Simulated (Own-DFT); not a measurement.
# Misfit strain and the stress it brings: wurtzite AlGaN with randomly placed atoms, 72 atoms (Al9Ga27N36)

Source: density functional calculations with Own-DFT, an unreviewed in-house program that is no longer used. Nothing was measured or relaxed, and spin and spin-orbit coupling are left out.

Settings: PBE; PseudoDojo norm-conserving scalar-relativistic files (stringent for Ga); cutoff 96 hartree; 4 x 4 x 3 k mesh centred on Gamma; Gaussian smearing of 0.01 eV.

Known weak points: forces on such cells passed a denser k mesh, each cell not checked; stress not checked against mesh or cutoff.

Unstrained cell vectors in Å: (9.509, 0.000, 0.000); (-4.755, 8.235, 0.000); (0.000, 0.000, 10.268). The unstrained cell has measured lattice constants (interpolated for alloys), not those of this functional. That, the random moves and any unrelaxed bonds set the pressure at no strain. Each run strains x and y alike by e, as a substrate would, and holds the height along z. All atoms carry random offsets, Gaussian with a width of 0.05 Å per axis. The random placing of the alloy's atoms differs from row to row. Stress is positive in tension.

```
e (%),u (Å),(s_xx + s_yy)/2 (GPa),s_zz (GPa)
-2.75,0.052,-23.31,-13.06
-2.25,0.054,?,?
-1.75,0.052,-17.23,-10.31
-1.25,0.047,-14.24,-8.79
-0.50,0.051,-9.46,-9.56
1.00,0.049,-1.73,-5.07
1.25,0.048,-0.30,-5.76
1.50,0.050,0.51,-5.16
1.75,0.051,1.83,-4.81
2.50,0.050,5.25,-4.14
```

## Analysis

With e as a fraction, the in-plane stress is -6.9 + 541 e - 2138 e² GPa (errors 4 and 283, scatter 0.19), and s_zz is -7.7 + 167 e GPa (slope ± 15, scatter 0.76). At e = 0 the first slope is C11 + C12 and the second 2 C13, both with the ions held to the strained lattice and at the cell's own pressure. The term in e² is negative: the layer stiffens under compression and softens under tension. A free layer would change its height as e changes, and the in-plane slope would drop by 2 C13²/C33 to the biaxial modulus. At fixed height, a misfit of 1 % moves the in-plane stress by about 5.4 GPa and s_zz by 1.7 GPa.

## Check

Asked: what are the two stresses at e = -2.25 %?

The fitted form gives -20.2 and -11.5 GPa. The calculation gave -20.77 and -11.38 GPa.
